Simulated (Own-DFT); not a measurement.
# Short bonds, stiff crystals?

No measurement is shown. These are fixed-geometry runs of a retired plane-wave code named Own-DFT, which no person has reviewed; spin and spin-orbit coupling are neglected.

Known weak points (not all hold for every row): forces on such cells moved up to 12 meV/angstrom on a denser k mesh; forces not confirmed at this smearing and k mesh; k mesh not checked against a denser one; forces on such cells passed a denser k mesh, each cell not checked; stress not checked against mesh or cutoff.

All runs are PBE with PseudoDojo norm-conserving files; cutoff and k mesh are each material's own. Every cell starts from measured lattice constants and was given uniform random strains and small random moves of its atoms. Each triple is the change of volume in per cent, the rms move u in Å and the pressure in GPa.

- 3C SiC (C32Si32), 10.36 Å³/atom unstrained: (-3.40, 0.050, 14.48); (-2.18, 0.049, 10.75); (-0.08, 0.051, 5.53); (0.30, 0.052, 4.49); (0.42, 0.047, 4.44); (2.50, 0.047, 0.28); (2.75, 0.054, 0.10)
- wurtzite AlN (Al64N64), 10.45 Å³/atom unstrained: (-2.85, 0.048, 12.07); (-2.18, 0.049, 10.47); (-0.54, 0.047, 7.25); (0.44, 0.053, 5.22); (0.97, 0.051, 3.84); (1.48, 0.050, 3.01); (3.39, 0.047, -1.31)
- wurtzite GaN (Ga48N48), 11.42 Å³/atom unstrained: (-3.76, 0.050, 15.26); (-3.36, 0.050, 14.87); (-3.00, 0.049, 13.56); (-1.64, 0.047, 10.44); (0.80, 0.049, 5.59); (1.12, 0.048, 4.64); (1.68, 0.051, 4.17)
- diamond silicon (Si64), 20.02 Å³/atom unstrained: (-2.71, 0.052, 5.80); (-1.91, 0.048, 4.56); (-0.36, 0.048, 2.71); (0.07, 0.051, 2.62); (0.38, 0.048, 2.10); (1.39, 0.052, 1.31); (2.03, 0.052, 0.97)
- zincblende GaP (Ga32P32), 20.24 Å³/atom unstrained: withheld
- zincblende InP (In48P48), 25.27 Å³/atom unstrained: (-1.52, 0.049, 4.91); (-0.66, 0.051, 4.19); (-0.43, 0.051, 3.92); (0.21, 0.048, 3.73); (0.30, 0.049, 3.41); (1.06, 0.051, 3.00); (1.17, 0.049, 2.90)
- grey tin (Sn64), 34.15 Å³/atom unstrained: (-3.92, 0.050, 6.14); (-1.83, 0.052, 4.81); (-1.76, 0.050, 4.64); (-1.21, 0.052, 4.42); (-0.08, 0.049, 3.74); (0.55, 0.053, 3.69); (1.38, 0.048, 2.99)

## Working it out

Fit a line to each set against the fractional change of volume; B is minus its slope, and u is nearly the same within a set. To take it to zero pressure, assume that B rises by 4 GPa for each GPa: B0 = B - 4 x (mean pressure). The bond length of an ideal tetrahedral crystal with the unstrained volume v is d = (√3/4)(8 v)^(1/3). Cohen's empirical rule reads B0 = (1971 - 220 L) d^(-3.5) GPa, with L = 0 for group IV crystals and SiC and 1 for III-V compounds.

```
                material  L  d (Å)   B (GPa)  mean P (GPa)  B0 (GPa)  rule (GPa)
        3C SiC (C32Si32)  0  1.888  233 ± 11           5.7  210 ± 11         213
  wurtzite AlN (Al64N64)  1  1.893   212 ± 3           5.8   189 ± 3         188
  wurtzite GaN (Ga48N48)  1  1.950   212 ± 6           9.8   173 ± 6         169
  diamond silicon (Si64)  0  2.352   102 ± 7           2.9    90 ± 7          99
zincblende GaP (Ga32P32)  1  2.360         ?             ?         ?          87
zincblende InP (In48P48)  1  2.541    73 ± 5           3.7    58 ± 5          67
         grey tin (Sn64)  0  2.810    57 ± 3           4.3    39 ± 3          53
```

A line through ln[B0/(1971 - 220 L)] against ln d has a slope of -4.2 ± 0.1 and a scatter of 4 %. Against the rule, B0 stands at 98 % for 3C SiC, 101 % for wurtzite AlN, 102 % for wurtzite GaN, 92 % for diamond silicon, 86 % for zincblende InP, 74 % for grey tin. PBE tends to make silicon and heavier crystals too soft, and the rule itself is only a guide.

## Prediction

Q: what B0 does the fitted trend give for zincblende GaP (Ga32P32)?

From the line: 76 GPa. Its own runs give B = 92 ± 4 GPa at a mean pressure of 3.2 GPa, so B0 = 80 GPa.
